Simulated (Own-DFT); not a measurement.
Si3N4 (beta silicon nitride, atoms displaced) (calculated)

Computed with Own-DFT development build. A calculation, not a measurement: plane-wave PBE density functional theory by an unreviewed code, no spin, of a simulated periodic cell, stress positive in tension, free energy of the whole cell less one offset for each atom, forces on such cells moved up to 12 meV/angstrom on a denser k mesh; offsets are fitted by least squares, one for each functional and potential file, so energies compare only between cells with the same atoms and settings and are not formation energies; the far tail of each file's local potential was reset to the Coulomb form; each entry is a single point on an unrelaxed cell, so the pressure reflects the starting lattice, mostly measured values (interpolated for alloys), from which strain is counted, and rises with the displacements; printed positions are rounded, which can move forces by about a meV/angstrom; the program, named Own-DFT, is a retired in-house code; no spin-orbit coupling; before rounding, a Quantum ESPRESSO 7.3.1 run of the same cell and cutoff gave forces within 1 meV/angstrom rms on each cell, which checks the program and not the settings.

Settings shared by all entries: functional PBE; potential files PseudoDojo norm-conserving, scalar-relativistic, standard set; wave cutoff 42 hartree; occupations Fermi-Dirac; smearing width 0.1 eV; k mesh 2 x 2 x 4 centred on Gamma.

(1) Si3N4 (beta silicon nitride, atoms displaced)

```
Si3N4
1.0
     15.2120     0.0000     0.0000
     -7.6060    13.1740     0.0000
      0.0000     0.0000     5.8180
Si N Si N Si N Si N Si N Si N Si N Si N
6 8 6 8 6 8 6 8 6 8 6 8 6 8 6 8
Direct
  0.08629 0.38617 0.12712
  0.11462 0.20133 0.12310
  0.29664 0.41151 0.12595
  0.41271 0.11564 0.37645
  0.38606 0.29945 0.37281
  0.20159 0.08492 0.36753
  0.16587 0.01457 0.12489
  0.48414 0.14965 0.11621
  0.35138 0.33610 0.12638
  0.33330 0.48435 0.37719
  0.01553 0.35011 0.37901
  0.15183 0.16744 0.37279
  0.16539 0.33119 0.12668
  0.33258 0.16572 0.37307
  0.08763 0.38547 0.62193
  0.11385 0.20187 0.62680
  0.29828 0.41341 0.63357
  0.41479 0.11359 0.87587
  0.38587 0.30109 0.88099
  0.20176 0.08653 0.87128
  0.16410 0.01748 0.62525
  0.48520 0.14923 0.62673
  0.34962 0.33530 0.62047
  0.33252 0.48383 0.87439
  0.01512 0.34895 0.87083
  0.14840 0.16842 0.87527
  0.16437 0.33190 0.62219
  0.33513 0.16507 0.87685
  0.08483 0.88356 0.12607
  0.11567 0.70260 0.12836
  0.29890 0.91382 0.11892
  0.41444 0.61508 0.37989
  0.38701 0.79904 0.37640
  0.20100 0.58585 0.37625
  0.16493 0.51522 0.12657
  0.48351 0.64888 0.11681
  0.35177 0.83379 0.12838
  0.33475 0.98657 0.37136
  0.01619 0.85024 0.36839
  0.15058 0.66656 0.37913
  0.16567 0.83205 0.11961
  0.33433 0.66658 0.38223
  0.08978 0.88536 0.62451
  0.11477 0.70171 0.61983
  0.29801 0.91077 0.62571
  0.41379 0.61561 0.87210
  0.38109 0.79857 0.87155
  0.20003 0.58261 0.87283
  0.16773 0.51668 0.63123
  0.48340 0.65170 0.62343
  0.35259 0.83793 0.63035
  0.33455 0.98398 0.87465
  0.01548 0.84996 0.87516
  0.15260 0.66686 0.87547
  0.16515 0.83233 0.62573
  0.33150 0.66532 0.87664
  0.58739 0.38388 0.12564
  0.61728 0.20380 0.12167
  0.79753 0.41342 0.12752
  0.91310 0.11589 0.37301
  0.88410 0.29661 0.37386
  0.69829 0.08578 0.38001
  0.66745 0.01342 0.12283
  0.98418 0.14983 0.12564
  0.85221 0.33629 0.12344
  0.83178 0.48338 0.37319
  0.51933 0.35130 0.37580
  0.64944 0.16738 0.37186
  0.66516 0.33268 0.12413
  0.83115 0.16628 0.36471
  0.58687 0.38578 0.62733
  0.61387 0.19987 0.61901
  0.80027 0.41380 0.62434
  0.91363 0.11810 0.88063
  0.88623 0.30209 0.87305
  0.70046 0.08681 0.87331
  0.66829 0.01678 0.62745
  0.98432 0.14862 0.62681
  0.84902 0.33527 0.62401
  0.83209 0.48360 0.87477
  0.51501 0.34857 0.87176
  0.65008 0.16576 0.87222
  0.66518 0.33061 0.61934
  0.83196 0.16822 0.87582
  0.58892 0.88842 0.12604
  0.61655 0.70399 0.12370
  0.79888 0.91256 0.12317
  0.91573 0.61659 0.37241
  0.88376 0.79533 0.37135
  0.70117 0.58573 0.37173
  0.66495 0.51426 0.12272
  0.98611 0.65336 0.12513
  0.85270 0.83659 0.12692
  0.83445 0.98626 0.37162
  0.51841 0.85104 0.37159
  0.65148 0.66753 0.37595
  0.66561 0.83184 0.11836
  0.83272 0.66517 0.37547
  0.58361 0.88406 0.62480
  0.61195 0.69936 0.62226
  0.79810 0.91269 0.62906
  0.91414 0.61410 0.87374
  0.88390 0.79699 0.87583
  0.70118 0.58775 0.87369
  0.66482 0.51536 0.62568
  0.98479 0.65107 0.62482
  0.85002 0.83462 0.62350
  0.83401 0.98305 0.87384
  0.51427 0.84630 0.87733
  0.65183 0.66807 0.87546
  0.66619 0.83464 0.62862
  0.83240 0.66578 0.87437
```

* free energy of cell above offsets: -19.163 eV
* pressure: 5.52 GPa
* stress xx: -4.19 GPa
* stress yy: -4.42 GPa
* stress zz: -7.94 GPa
* stress yz: -0.65 GPa
* stress xz: -0.01 GPa
* stress xy: 0.45 GPa

Force:
| element | x (eV/Å) | y (eV/Å) | z (eV/Å) |
| --- | --- | --- | --- |
| Si | 1.096 | -1.436 | -0.48 |
| Si | -0.379 | 0.723 | 0.94 |
| Si | -1.036 | 0.224 | 0.509 |
| Si | -0.146 | 0.685 | -0.697 |
| Si | 0.722 | -1.308 | 0.726 |
| Si | 0.011 | 1.577 | 1.122 |
| N | -0.383 | -0.459 | -1.008 |
| N | 1.225 | 0.287 | 2.124 |
| N | -0.176 | 0.408 | 0.009 |
| N | 0.325 | 0.021 | 0.091 |
| N | -0.687 | 0.105 | -0.789 |
| N | 0.14 | -0.715 | 0.246 |
| N | -0.48 | 1.095 | -0.124 |
| N | 0.088 | 0.89 | 0.05 |
| Si | 0.858 | -0.508 | 0.788 |
| Si | 0.115 | 0.62 | -1.108 |
| Si | -1.286 | -1.109 | -1.993 |
| Si | -1.595 | 0.554 | -0.774 |
| Si | 0.572 | -2.296 | -1.77 |
| Si | 0.483 | 1.507 | 0.848 |
| N | 0.012 | -1.146 | -0.75 |
| N | -0.189 | -0.52 | -0.688 |
| N | 0.596 | 0.052 | 1.134 |
| N | 0.394 | 0.623 | 0.93 |
| N | 0.045 | 0.679 | 0.653 |
| N | 2.031 | -1.52 | -0.177 |
| N | 0.656 | 0.918 | 0.225 |
| N | -1.241 | 0.846 | -0.115 |
| Si | 1.407 | 0.132 | -1.075 |
| Si | 0.463 | 0.695 | -1.071 |
| Si | -0.754 | -0.982 | 1.371 |
| Si | -1.385 | -0.206 | -2.11 |
| Si | 0.317 | -1.226 | 0.02 |
| Si | 1.332 | 1.199 | 0.304 |
| N | -0.373 | -0.223 | 0.241 |
| N | 0.923 | 0.04 | 1.677 |
| N | -1.202 | 0.99 | -0.191 |
| N | 0.282 | -1.42 | 0.548 |
| N | -0.582 | -0.334 | 1.821 |
| N | 0.529 | -0.786 | -0.915 |
| N | 0.452 | 0.755 | 0.304 |
| N | -0.546 | 0.258 | -0.204 |
| Si | -1.246 | -0.083 | -0.066 |
| Si | 0.015 | 0.723 | 2.009 |
| Si | -1.744 | 1.185 | -0.787 |
| Si | -1.849 | 0.15 | 0.484 |
| Si | 2.458 | -2.022 | 1.774 |
| Si | 0.601 | 2.793 | 1.405 |
| N | -0.596 | -1.624 | -2.029 |
| N | 0.951 | -0.214 | 0.378 |
| N | 0.212 | -0.133 | -1.852 |
| N | 0.236 | -0.185 | -0.745 |
| N | -0.2 | 0.039 | -0.558 |
| N | -0.475 | -0.452 | -0.167 |
| N | 1.266 | 0.197 | -0.242 |
| N | 0.052 | 0.249 | -0.137 |
| Si | 0.171 | -0.106 | -0.616 |
| Si | -1.18 | 0.097 | -0.467 |
| Si | -0.641 | -0.995 | -0.628 |
| Si | -0.892 | -0.046 | 0.684 |
| Si | -0.059 | -0.496 | 0.072 |
| Si | 1.586 | 0.735 | -1.374 |
| N | -0.748 | 1.87 | 0.523 |
| N | 0.412 | 0.217 | 0.194 |
| N | -0.607 | 0.67 | 0.409 |
| N | 0.685 | 1.421 | 0.39 |
| N | -1.875 | -0.602 | -0.195 |
| N | 0.927 | -1.155 | -0.292 |
| N | 1.038 | 0.391 | -0.129 |
| N | 0.14 | 0.007 | 0.588 |
| Si | 1.637 | -0.776 | -0.27 |
| Si | -0.364 | 1.637 | 1.056 |
| Si | -2.359 | -1.018 | -0.125 |
| Si | -1.088 | -0.893 | -1.141 |
| Si | 0.284 | -1.989 | -0.022 |
| Si | 1.347 | 0.814 | 0.762 |
| N | -0.959 | -1.15 | -0.336 |
| N | -0.533 | -0.143 | -0.192 |
| N | 0.909 | -0.085 | -0.375 |
| N | 0.642 | 0.569 | 0.15 |
| N | -0.211 | 0.474 | 0.975 |
| N | -0.023 | -0.343 | -0.03 |
| N | 0.309 | 1.131 | 0.333 |
| N | 0.381 | 0.254 | -0.18 |
| Si | 1.089 | -2.332 | -1.138 |
| Si | -0.736 | 0.065 | 0.021 |
| Si | -1.273 | -0.071 | 0.435 |
| Si | -1.725 | -0.532 | 0.307 |
| Si | 0.107 | 0.163 | 0.933 |
| Si | 0.497 | 0.476 | 0.433 |
| N | -0.31 | 0.239 | -0.067 |
| N | 0.203 | -0.712 | -0.31 |
| N | -0.041 | -0.247 | -0.443 |
| N | 0.284 | -0.802 | 0.549 |
| N | -1.498 | -0.208 | 0.574 |
| N | 0.152 | -0.799 | -0.49 |
| N | 0.19 | 1.124 | 0.477 |
| N | 0.241 | -0.077 | -0.169 |
| Si | 2.158 | 0.065 | 0.851 |
| Si | 0.637 | 2.503 | 0.69 |
| Si | -0.971 | -0.164 | -1.384 |
| Si | -1.622 | 0.563 | 0.295 |
| Si | 0.287 | -0.293 | -0.519 |
| Si | 0.84 | 0.148 | 0.093 |
| N | -0.291 | 0.228 | -0.227 |
| N | 0.388 | -0.39 | -0.236 |
| N | 0.483 | -0.154 | -0.061 |
| N | 0.318 | 1.515 | 0.564 |
| N | -1.074 | 0.459 | -0.292 |
| N | -0.049 | -0.679 | -0.474 |
| N | -0.077 | -0.874 | -0.375 |
| N | 0.548 | -0.018 | 0.089 |

(2) Si3N4 (beta silicon nitride, atoms displaced)

```
Si3N4
1.0
     15.2120     0.0000     0.0000
     -7.6060    13.1740     0.0000
      0.0000     0.0000     5.8180
Si N Si N Si N Si N Si N Si N Si N Si N
6 8 6 8 6 8 6 8 6 8 6 8 6 8 6 8
Direct
  0.08897 0.38401 0.12618
  0.11685 0.20109 0.13046
  0.29784 0.41395 0.12399
  0.41341 0.11616 0.37025
  0.38308 0.29777 0.37583
  0.20308 0.08966 0.37793
  0.16673 0.01659 0.12461
  0.48479 0.14993 0.12075
  0.34882 0.33407 0.11977
  0.33520 0.48519 0.37432
  0.01594 0.35082 0.37924
  0.14769 0.16744 0.37499
  0.16672 0.33497 0.12277
  0.33447 0.16526 0.37817
  0.08954 0.38378 0.62568
  0.11840 0.20121 0.62903
  0.29801 0.41353 0.62394
  0.41431 0.11748 0.87661
  0.38428 0.29559 0.87654
  0.20358 0.08860 0.88034
  0.16688 0.01730 0.62563
  0.48374 0.14932 0.62784
  0.34836 0.33360 0.62188
  0.33301 0.48194 0.87439
  0.01724 0.34806 0.88254
  0.15161 0.16612 0.87683
  0.16653 0.33533 0.62446
  0.33297 0.16755 0.87338
  0.08895 0.88519 0.12248
  0.11408 0.70035 0.12781
  0.29762 0.91224 0.12394
  0.41063 0.61438 0.37729
  0.38407 0.79709 0.37889
  0.20464 0.58936 0.37393
  0.16698 0.51698 0.12796
  0.48568 0.65120 0.12688
  0.35043 0.83530 0.12520
  0.33214 0.98355 0.37604
  0.01599 0.85119 0.38063
  0.15253 0.66624 0.37912
  0.16697 0.83443 0.12327
  0.33313 0.66653 0.38183
  0.08687 0.88351 0.62289
  0.11470 0.70224 0.62699
  0.29680 0.91124 0.63204
  0.41514 0.61468 0.87917
  0.38495 0.79677 0.87800
  0.20344 0.58585 0.87415
  0.16514 0.51574 0.62540
  0.48204 0.65005 0.62879
  0.34854 0.83136 0.62858
  0.33631 0.98540 0.87824
  0.01635 0.84964 0.87760
  0.15160 0.66473 0.86812
  0.16719 0.83325 0.62338
  0.33559 0.67144 0.87344
  0.58728 0.38364 0.12625
  0.61761 0.20315 0.11947
  0.79750 0.41446 0.12750
  0.91409 0.11435 0.37052
  0.88410 0.29836 0.37377
  0.70304 0.08692 0.36923
  0.66385 0.01716 0.12166
  0.98300 0.14954 0.13121
  0.84826 0.33476 0.12492
  0.83247 0.48515 0.37289
  0.51331 0.34872 0.37647
  0.65048 0.16572 0.36860
  0.66686 0.33209 0.12217
  0.83322 0.16517 0.37638
  0.58869 0.38373 0.62020
  0.61594 0.20194 0.62216
  0.79562 0.41226 0.62281
  0.91218 0.11423 0.86657
  0.88231 0.29953 0.87076
  0.70226 0.08803 0.86997
  0.66589 0.01344 0.62814
  0.98437 0.15266 0.62693
  0.85189 0.33543 0.62236
  0.83297 0.48347 0.87310
  0.51559 0.35276 0.87212
  0.65137 0.16458 0.87558
  0.66656 0.33348 0.62188
  0.83595 0.16711 0.87525
  0.58542 0.88470 0.12644
  0.61675 0.70096 0.12434
  0.79711 0.91401 0.12367
  0.91330 0.61502 0.37858
  0.88333 0.79794 0.37437
  0.70075 0.58581 0.37707
  0.66617 0.51644 0.12637
  0.98476 0.65087 0.12766
  0.84811 0.83414 0.12810
  0.83377 0.98517 0.37454
  0.51543 0.84866 0.37944
  0.65009 0.66473 0.37329
  0.66695 0.83106 0.11872
  0.83516 0.66857 0.37760
  0.58473 0.88493 0.62580
  0.61465 0.70090 0.62858
  0.80229 0.91545 0.62465
  0.91386 0.61813 0.87097
  0.88270 0.79368 0.87716
  0.70153 0.58665 0.87319
  0.66635 0.51502 0.62164
  0.98160 0.65004 0.62186
  0.85006 0.83444 0.62121
  0.83468 0.98522 0.87630
  0.51333 0.84872 0.87585
  0.65228 0.67026 0.87611
  0.66721 0.83299 0.61923
  0.83470 0.66855 0.87439
```

- free energy of cell above offsets: -19.407 eV
- pressure: 5.52 GPa
- stress xx: -4.91 GPa
- stress yy: -4.74 GPa
- stress zz: -6.93 GPa
- stress yz: -0.18 GPa
- stress xz: -0.13 GPa
- stress xy: 0.93 GPa

Force:
| element | x (eV/Å) | y (eV/Å) | z (eV/Å) |
| --- | --- | --- | --- |
| Si | -1.011 | 0.367 | 0.646 |
| Si | -2.607 | 1.678 | -1.648 |
| Si | -0.569 | -0.86 | 0.197 |
| Si | 0.12 | -1.042 | 0.861 |
| Si | 0.329 | -0.845 | -0.618 |
| Si | 0.64 | -0.684 | -0.241 |
| N | -0.362 | 0.103 | 0.704 |
| N | 0.821 | 0.496 | 0.648 |
| N | 0.141 | 0.027 | 0.972 |
| N | 0.216 | -0.315 | -0.052 |
| N | -0.299 | 0.034 | -0.554 |
| N | 2.379 | -1.353 | 0.917 |
| N | 1.56 | -1.139 | 0.26 |
| N | -1.289 | 1.234 | -0.289 |
| Si | -1.719 | 0.328 | 0.615 |
| Si | -2.618 | 1.727 | 0.08 |
| Si | -0.703 | -0.629 | -0.145 |
| Si | -0.914 | -0.824 | -0.566 |
| Si | -0.273 | 0.747 | -0.835 |
| Si | 0.529 | -0.67 | -0.979 |
| N | -0.396 | -0.414 | 0.386 |
| N | 0.868 | 0.396 | -0.886 |
| N | 0.059 | 0.04 | 0.682 |
| N | 0.373 | 1.666 | 0.027 |
| N | -1.392 | 0.093 | -1.234 |
| N | -0.027 | -0.154 | 0.566 |
| N | 2.153 | -1.434 | -0.022 |
| N | 0.706 | -0.356 | 0.243 |
| Si | -0.397 | -0.117 | 1.036 |
| Si | 0.848 | 1.125 | -0.708 |
| Si | -0.392 | 0.138 | 0.723 |
| Si | 0.395 | 0.921 | -0.127 |
| Si | -0.018 | -0.178 | -0.395 |
| Si | 0.066 | -0.879 | 0.71 |
| N | -0.025 | -0.45 | -0.361 |
| N | 0.083 | -0.505 | 0.455 |
| N | 0.316 | -0.136 | 0.542 |
| N | 0.553 | 0.405 | 0.251 |
| N | -0.374 | -0.053 | -1.549 |
| N | -1.11 | 0.224 | -0.54 |
| N | 0.494 | -1.067 | -0.007 |
| N | 0.323 | 0.349 | -0.418 |
| Si | 0.413 | 0.785 | 0.767 |
| Si | 0.184 | 0.371 | -0.354 |
| Si | 0.172 | 0.429 | -0.996 |
| Si | -1.998 | 0.323 | -0.076 |
| Si | -0.625 | 0.495 | -0.041 |
| Si | 0.527 | 0.87 | 0.034 |
| N | 0.193 | -0.214 | -0.353 |
| N | 1.378 | -0.027 | -0.533 |
| N | -0.596 | 0.949 | -0.096 |
| N | -0.011 | 0.197 | -0.283 |
| N | -0.748 | -0.247 | -0.467 |
| N | -1.02 | 0.096 | 1.5 |
| N | -0.441 | -0.387 | 0.206 |
| N | 0.822 | -3.141 | 0.419 |
| Si | -0.174 | 0.035 | -0.426 |
| Si | -0.695 | -0.1 | 0.476 |
| Si | -0.197 | -0.585 | -0.883 |
| Si | -1.297 | 0.633 | 1.411 |
| Si | 1.429 | -1.2 | -0.395 |
| Si | 0.57 | 0.025 | 1.066 |
| N | -0.04 | -1.083 | -0.079 |
| N | 1.777 | 0.332 | -2.216 |
| N | -0.025 | 0.269 | -0.092 |
| N | 0.269 | -0.002 | 0.639 |
| N | 0.597 | 0.463 | -0.496 |
| N | -0.036 | -0.155 | 0.832 |
| N | -0.46 | 0.645 | 0.079 |
| N | -0.309 | 0.719 | -0.14 |
| Si | -1.045 | -0.056 | 0.698 |
| Si | -0.345 | -0.034 | -0.013 |
| Si | 0.552 | 0.172 | 0.165 |
| Si | -0.118 | 1.044 | 1.924 |
| Si | 2.598 | -1.158 | 1.2 |
| Si | 1.979 | -0.196 | 0.421 |
| N | -0.542 | 0.975 | -1.12 |
| N | 1.68 | -0.144 | -0.914 |
| N | -1.541 | 0.861 | -0.179 |
| N | 0.185 | 1.07 | 0.052 |
| N | 0.419 | -0.028 | 0.193 |
| N | -0.951 | 0.74 | -1.099 |
| N | 0.392 | -0.736 | -0.016 |
| N | -1.803 | 0.306 | -0.16 |
| Si | 1.41 | -0.402 | -0.308 |
| Si | -1.156 | 1.369 | 0.793 |
| Si | -0.431 | -0.906 | 0.308 |
| Si | -1.509 | 0.448 | -1.306 |
| Si | 0.944 | -0.272 | 0.014 |
| Si | 1.259 | 1.51 | -0.602 |
| N | -0.178 | -0.809 | -0.459 |
| N | -0.059 | -0.486 | -0.523 |
| N | 0.436 | 0.063 | -0.891 |
| N | 0.371 | -0.062 | -0.103 |
| N | -0.858 | 0.04 | -0.834 |
| N | -0.077 | -0.495 | 0.836 |
| N | -1.062 | 1.034 | 0.267 |
| N | -0.568 | -1.091 | -0.14 |
| Si | 2.112 | -0.836 | 0.568 |
| Si | -0.925 | 1.751 | -1.296 |
| Si | -1.997 | -1.438 | -0.051 |
| Si | -0.309 | -1.036 | 1.125 |
| Si | -0.271 | 2.319 | -0.204 |
| Si | 0.437 | 0.678 | 0.256 |
| N | -0.242 | -0.288 | 0.806 |
| N | 1.912 | 0.554 | 0.742 |
| N | 0.312 | 0.084 | 1.292 |
| N | 0.352 | -0.085 | -0.39 |
| N | 0.617 | 0.688 | 0.248 |
| N | 1.631 | -1.989 | -0.435 |
| N | -0.178 | 0.315 | 0.243 |
| N | -0.567 | -1.968 | 0.044 |
